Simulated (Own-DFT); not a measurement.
# Point defects and the pressure they add: zincblende GaAs

No measurement is shown. These are fixed-geometry runs of a retired plane-wave code named Own-DFT, which no person has reviewed; spin and spin-orbit coupling are neglected.

Settings: PBE; PseudoDojo norm-conserving scalar-relativistic files; cutoff 42 hartree; 3 x 3 x 3 k mesh centred on Gamma; Fermi-Dirac smearing of 0.1 eV.

Known weak points (not all hold for every row): not probed for a lower state with spin; forces not confirmed at this smearing and k mesh; stress not checked against mesh or cutoff.

All runs share one cell, with vectors in Å (11.737, 0.000, 0.000); (0.000, 11.737, 0.000); (0.000, 0.000, 10.919) and a volume of 1504.3 Å³, strained against the parent crystal. Atoms were moved at random from their sites; u is the rms move along one axis. The defect's site can differ from row to row.

| cell | formula | u (Å) | P (GPa) |
|---|---|---|---|
| no defect | As32Ga32 | 0.0309 | 0.76 |
| no defect | As32Ga32 | 0.0505 | 1.11 |
| no defect | As32Ga32 | 0.0522 | 1.00 |
| one In on a Ga site | As32Ga31In | 0.0281 | 1.30 |
| one In on a Ga site | As32Ga31In | 0.0297 | 1.33 |
| one In on a Ga site | As32Ga31In | 0.0473 | ? |
| one In on a Ga site | As32Ga31In | 0.0495 | 1.61 |
| one Al on a Ga site | AlAs32Ga31 | 0.0301 | 0.78 |
| one Al on a Ga site | AlAs32Ga31 | 0.0485 | 0.98 |
| one Al on a Ga site | AlAs32Ga31 | 0.0553 | 1.11 |
| one As vacancy and one Ga vacancy | As31Ga31 | 0.0302 | 0.45 |
| one As vacancy and one Ga vacancy | As31Ga31 | 0.0512 | 0.80 |
| one As vacancy and one Ga vacancy | As31Ga31 | 0.0539 | 0.89 |
| one P on an As site | As31Ga32P | 0.0300 | 0.52 |
| one P on an As site | As31Ga32P | 0.0308 | 0.53 |
| one P on an As site | As31Ga32P | 0.0445 | 0.72 |

## What the rows give

P = P0 + c u² + a shift for each defect gives P0 = 0.58 GPa, c = 181 ± 14 GPa/Å² and a scatter of 0.04 GPa. The shifts, and each times the cell's volume:

- one In on a Ga site: 0.58 ± 0.03 GPa, 5.5 eV
- one Al on a Ga site: -0.01 ± 0.03 GPa, -0.1 eV (not resolved)
- one P on an As site: -0.22 ± 0.04 GPa, -2.1 eV
- one As vacancy and one Ga vacancy: -0.26 ± 0.03 GPa, -2.4 eV

A positive shift means that the defect pushes the cell outwards. Shift times volume (160.2 GPa Å³ is 1 eV) depends little on the cell's size, so, taken for each site, it can be compared between cells at like pressure. The atoms around the defects weren't relaxed, which would change these numbers.

## Check

The question: what pressure belongs in the blank (one In on a Ga site, u = 0.0473 Å)?

The fitted form gives 1.57 ± 0.05 GPa. The calculation gave 1.54 GPa.
